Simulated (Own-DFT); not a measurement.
# Misfit strain and the stress it brings: diamond-structure GeSn with randomly placed atoms, 64 atoms (Ge56Sn8)

The numbers are computed, not measured, by runs of the plane-wave DFT program Own-DFT (in-house, retired, unreviewed) at fixed positions, with no spin and no spin-orbit coupling.

Method: PBE; PseudoDojo norm-conserving scalar-relativistic files; cutoff 49 hartree; 3 x 3 x 3 k mesh centred on Gamma; Fermi-Dirac smearing of 0.1 eV.

Known weak points: forces on such cells moved up to 12 meV/angstrom on a denser k mesh; stress not checked against mesh or cutoff.

Unstrained cell vectors in Å: (11.524, 0.000, 0.000); (0.000, 11.524, 0.000); (0.000, 0.000, 11.524). The unstrained cell has measured lattice constants (interpolated for alloys), not those of this functional. That, the random moves and any unrelaxed bonds set the pressure at no strain. Each run strains x and y alike by e, as a substrate would, and holds the height along z. Random moves of width 0.05 Å per axis were added to every atom. The random placing of the alloy's atoms differs from row to row. Stress is positive in tension.

```
e (%),u (Å),(s_xx + s_yy)/2 (GPa),s_zz (GPa)
-3.00,0.049,-10.86,-9.05
-2.00,0.050,?,?
-1.75,0.047,-8.61,-7.74
-0.75,0.048,-6.68,-6.33
0.25,0.048,-4.72,-4.65
1.00,0.052,-3.64,-4.12
1.50,0.050,-2.69,-3.54
1.75,0.048,-2.32,-3.15
2.50,0.052,-1.55,-2.68
2.75,0.050,-1.00,-2.45
```

## Analysis

With e as a fraction, the in-plane stress is -5.3 + 172 e - 634 e² GPa (errors 3 and 162, scatter 0.15), and s_zz is -5.2 + 118 e - 504 e² GPa (slope ± 4, scatter 0.22). At e = 0 the first slope is C11 + C12 and the second 2 C12, both with the ions held to the strained lattice and at the cell's own pressure. The term in e² is negative: the layer stiffens under compression and softens under tension. A free layer would change its height as e changes, and the in-plane slope would drop by 2 C12²/C11 to the biaxial modulus. At fixed height, a misfit of 1 % moves the in-plane stress by about 1.7 GPa and s_zz by 1.2 GPa.

## The run left out

Q: what are the two stresses at e = -2.00 %?

The fit gives -8.9 and -7.8 GPa. The hidden result is -8.79 and -7.80 GPa.
